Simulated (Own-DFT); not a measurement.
# Which defects push the lattice out? B20 RuSi

The numbers are computed, not measured, by runs of the plane-wave DFT program Own-DFT (in-house, retired, unreviewed) at fixed positions, with no spin and no spin-orbit coupling.

Method: PBE; PseudoDojo norm-conserving scalar-relativistic files; cutoff 50 hartree; 5 x 4 x 5 k mesh centred on Gamma; cold (Marzari-Vanderbilt) smearing of 0.2 eV.

Caveats (not all hold for every row): not probed for a lower state with spin; forces on such cells failed a check on a denser k mesh; stress not checked against mesh or cutoff.

All runs share one cell, with vectors in Å (4.709, 0.000, 4.709); (0.000, 9.417, 0.000); (-4.709, 0.000, 4.709) and a volume of 417.6 Å³. Atoms were moved at random from their sites; u is the rms move along one axis. The defect's site can differ from row to row.

```
               cell   formula   u (Å)  P (GPa)
          no defect  Ru16Si16  0.0215     5.06
          no defect  Ru16Si16  0.0481     7.03
          no defect  Ru16Si16  0.0483     5.50
one Si on a Ru site  Ru15Si17  0.0300     6.11
one Si on a Ru site  Ru15Si17  0.0332     5.53
one Si on a Ru site  Ru15Si17  0.0471        ?
one Si on a Ru site  Ru15Si17  0.0532     7.26
     one Ru vacancy  Ru15Si16  0.0258     2.45
     one Ru vacancy  Ru15Si16  0.0479     4.20
     one Ru vacancy  Ru15Si16  0.0480     3.81
     one Si vacancy  Ru16Si15  0.0303     1.80
     one Si vacancy  Ru16Si15  0.0476     3.38
     one Si vacancy  Ru16Si15  0.0490     3.92
one Ru on a Si site  Ru17Si15  0.0284     8.28
one Ru on a Si site  Ru17Si15  0.0306     8.18
one Ru on a Si site  Ru17Si15  0.0537     9.90
```

## Worked fit

P = P0 + c u² + a shift for each defect gives P0 = 4.41 GPa, c = 855 ± 148 GPa/Å² and a scatter of 0.48 GPa. The shifts, and each times the cell's volume:

- one Ru on a Si site: 3.06 ± 0.39 GPa, 8.0 eV
- one Si on a Ru site: 0.51 ± 0.39 GPa, 1.3 eV (not resolved)
- one Ru vacancy: -2.42 ± 0.39 GPa, -6.3 eV
- one Si vacancy: -2.96 ± 0.39 GPa, -7.7 eV

A positive shift means that the defect pushes the cell outwards. Shift times volume (160.2 GPa Å³ is 1 eV) depends little on the cell's size, so, taken for each site, it can be compared between cells at like pressure. The atoms around the defects weren't relaxed, which would change these numbers.

## Prediction

Q: what pressure belongs in the blank (one Si on a Ru site, u = 0.0471 Å)?

The fitted form gives 6.82 ± 0.56 GPa. The hidden result is 7.61 GPa.
